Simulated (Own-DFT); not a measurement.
# What a defect does to the pressure of its cell: 2H SiC

The numbers are computed, not measured, by runs of the plane-wave DFT program Own-DFT (in-house, retired, unreviewed) at fixed positions, with no spin and no spin-orbit coupling.

All runs used: PBE; PseudoDojo norm-conserving scalar-relativistic files; cutoff 42 hartree; 4 x 4 x 3 k mesh centred on Gamma; Fermi-Dirac smearing of 0.1 eV.

Keep in mind (not all hold for every row): a neutral cation vacancy leaves holes that likely carry spin, which these runs leave out; not probed for a lower state with spin; forces on such cells moved up to 12 meV/angstrom on a denser k mesh; forces on such cells passed a denser k mesh, each cell not checked; stress not checked against mesh or cutoff.

All runs share one cell, with vectors in Å (9.248, 0.000, 0.000); (-4.624, 8.009, 0.000); (0.000, 0.000, 10.068) and a volume of 745.7 Å³. Atoms were moved at random from their sites; u is the rms move along one axis. The defect's site can differ from row to row.

```
cell,formula,u (Å),P (GPa)
no defect,C36Si36,0.0297,3.89
no defect,C36Si36,0.0309,3.86
no defect,C36Si36,0.0596,6.41
one Si vacancy,C36Si35,0.0465,4.54
one Si vacancy,C36Si35,0.0505,3.71
one Si vacancy,C36Si35,0.0516,4.86
two N on a C site each,C34N2Si36,0.0298,2.91
two N on a C site each,C34N2Si36,0.0302,2.92
two N on a C site each,C34N2Si36,0.0490,4.56
two N on a C site each,C34N2Si36,0.0497,?
one Al on a Si site and one N on a C site,AlC35NSi35,0.0281,3.96
one Al on a Si site and one N on a C site,AlC35NSi35,0.0476,5.06
one Al on a Si site and one N on a C site,AlC35NSi35,0.0516,5.78
one C vacancy,C35Si36,0.0278,3.53
one C vacancy,C35Si36,0.0290,3.63
one C vacancy,C35Si36,0.0309,3.81
```

## Worked fit

P = P0 + c u² + a shift for each defect gives P0 = 3.00 GPa, c = 958 ± 114 GPa/Å² and a scatter of 0.33 GPa. The shifts, and each times the cell's volume:

- one Al on a Si site and one N on a C site: 0.11 ± 0.27 GPa, 0.5 eV (not resolved)
- one C vacancy: -0.16 ± 0.29 GPa, -0.8 eV (not resolved)
- two N on a C site each: -0.88 ± 0.27 GPa, -4.1 eV (-2.0 eV for each of its 2 sites)
- one Si vacancy: -0.98 ± 0.28 GPa, -4.6 eV

A positive shift means that the defect pushes the cell outwards. Shift times volume (160.2 GPa Å³ is 1 eV) depends little on the cell's size, so, taken for each site, it can be compared between cells at like pressure. The atoms around the defects weren't relaxed, which would change these numbers.

## Prediction

Asked: what pressure belongs in the blank (two N on a C site each, u = 0.0497 Å)?

The fit gives 4.49 ± 0.40 GPa. The run itself gave 4.06 GPa.
